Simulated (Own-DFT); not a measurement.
# Strain and stress in wurtzite AlN, 128 atoms (Al64N64)

Calculated results; nothing here was measured. The program, named Own-DFT, is a retired in-house plane-wave density functional code that no person has reviewed. Each row is one single-point run on a periodic cell that was not relaxed, without spin or spin-orbit coupling.

Settings of every run: PBE; PseudoDojo norm-conserving scalar-relativistic files; cutoff 42 hartree; 2 x 2 x 2 k mesh centred on Gamma; Fermi-Dirac smearing of 0.1 eV.

Known limits: forces on such cells passed a denser k mesh, each cell not checked; stress not checked against mesh or cutoff.

Unstrained cell vectors in Å: (12.448, 0.000, 0.000); (-6.224, 10.780, 0.000); (0.000, 0.000, 9.964). The unstrained cell has measured lattice constants (interpolated for alloys), not those of this functional. That, the random moves and any unrelaxed bonds set the pressure at no strain. Each run strains this cell uniformly, with the atoms carried along. Every atom was also moved at random, by a Gaussian of width 0.05 Å on each axis. Strain is the symmetric tensor, in per cent. Stress is positive in tension, and the pressure is minus a third of its trace.

| run | e_xx (%) | e_yy (%) | e_zz (%) | e_yz (%) | e_xz (%) | e_xy (%) | s_xx (GPa) | s_yy (GPa) | s_zz (GPa) | s_yz (GPa) | s_xz (GPa) | s_xy (GPa) | P (GPa) | E (meV/atom) |
|---|---|---|---|---|---|---|---|---|---|---|---|---|---|---|
| 1 | -0.32 | 0.62 | 1.95 | 1.11 | 1.69 | 1.20 | -6.79 | -1.69 | 2.25 | 2.42 | 3.76 | 4.32 | 2.08 | 35.7 |
| 2 | -0.79 | -0.62 | -0.48 | -1.89 | -1.39 | 1.64 | -11.11 | -10.30 | -9.82 | -4.38 | -3.43 | 6.95 | 10.41 | 48.1 |
| 3 | -0.68 | -0.15 | -0.84 | 1.77 | 0.98 | -0.44 | -9.66 | -7.58 | -11.43 | 5.11 | 2.16 | -0.71 | 9.56 | 36.9 |
| 4 | 1.22 | 0.17 | -1.94 | -1.64 | 0.68 | 0.52 | -1.35 | -4.12 | -15.41 | -4.57 | 0.89 | 1.85 | 6.96 | 31.4 |
| 5 | 0.19 | 0.33 | -0.66 | -0.70 | -1.71 | 0.20 | -5.44 | -4.75 | -8.54 | -2.30 | -4.49 | -0.02 | 6.24 | 26.6 |
| 6 | 1.53 | -1.46 | -1.90 | 1.74 | 1.16 | 0.94 | -0.81 | -14.60 | -15.79 | 4.97 | 3.46 | 3.54 | 10.40 | 49.0 |
| 7 | 1.90 | 1.92 | 1.60 | -1.04 | -1.56 | 1.21 | 3.30 | 5.05 | 4.00 | -2.05 | -3.56 | 5.92 | -4.12 | 31.2 |
| 8 | -0.54 | -1.30 | 0.01 | 0.76 | -0.47 | -0.42 | -10.74 | -13.08 | -6.09 | 1.61 | -0.43 | -2.37 | 9.97 | 32.1 |
| 9 | 0.14 | 0.46 | -0.81 | -1.88 | -0.43 | -0.15 | -5.71 | -4.67 | -8.63 | -5.25 | -0.77 | -1.13 | 6.34 | 22.0 |
| 10 | -0.62 | -1.69 | 0.48 | -1.07 | 1.45 | 1.24 | -11.51 | -13.40 | -5.66 | -2.39 | 3.06 | 4.87 | 10.19 | 38.3 |
| 11 | -1.03 | -0.76 | -1.50 | -0.28 | 1.19 | 0.17 | -13.37 | -11.14 | -13.44 | -0.48 | 3.81 | 1.02 | 12.65 | 21.5 |
| 12 | 0.43 | -0.39 | 0.39 | 0.25 | 1.64 | 0.15 | -4.10 | -6.13 | -4.22 | 0.00 | 4.26 | 0.14 | 4.82 | 19.8 |
| 13 | 1.20 | -1.14 | -1.86 | -0.97 | -1.58 | -1.83 | -1.78 | -13.21 | -14.80 | -2.64 | -3.27 | -6.57 | 9.93 | 40.9 |
| 14 | 0.23 | 0.57 | 1.32 | 1.46 | -1.51 | 1.08 | -1.33 | -1.47 | -0.19 | 3.13 | -3.50 | 2.79 | 0.99 | 0.0 |
| 15 | -1.22 | 1.58 | -1.10 | 0.56 | 0.94 | 1.69 | ? | ? | ? | ? | ? | ? | ? | ? |

E is the free energy for each atom above the lowest run shown.

## Worked fit

Each stress component was fitted by least squares to a constant and the strains of the runs shown, as fractions, with shears doubled. Shear strains stay in the fit of a normal stress only where such slopes are resolved. The slopes, in GPa:

```
stress  at no strain  per e_xx  per e_yy  per e_zz  scatter
  s_xx          -6.4  481 ± 39   85 ± 43   42 ± 31     1.19
  s_yy          -5.9   41 ± 30  500 ± 33   74 ± 24     0.92
  s_zz          -6.2   46 ± 28   69 ± 30  462 ± 22     0.83
```

Each shear stress against twice its own strain: yz 130 ± 7, xz 117 ± 7, xy 193 ± 17 GPa. These are stiffnesses along x, y and z of the frame in which the cell vectors are given, which need not be the crystal's axes. The atoms are held to the strained lattice; where symmetry lets them move under strain, relaxing them would lower some slopes. The table should be nearly symmetric about its diagonal, and what it lacks of that shows the noise. A ninth of its sum, 200 ± 6 GPa, estimates the bulk modulus near the mean pressure of these runs, 6.9 GPa, so it lies above the value at zero pressure.

## Withheld run

Question: what normal stresses and pressure should run 15 give?

The fit gives s_xx = -11.4, s_yy = 0.7, s_zz = -10.8 and P = 7.1 GPa. The calculation gave -11.40, 0.46, -11.36 and P = 7.43 GPa.
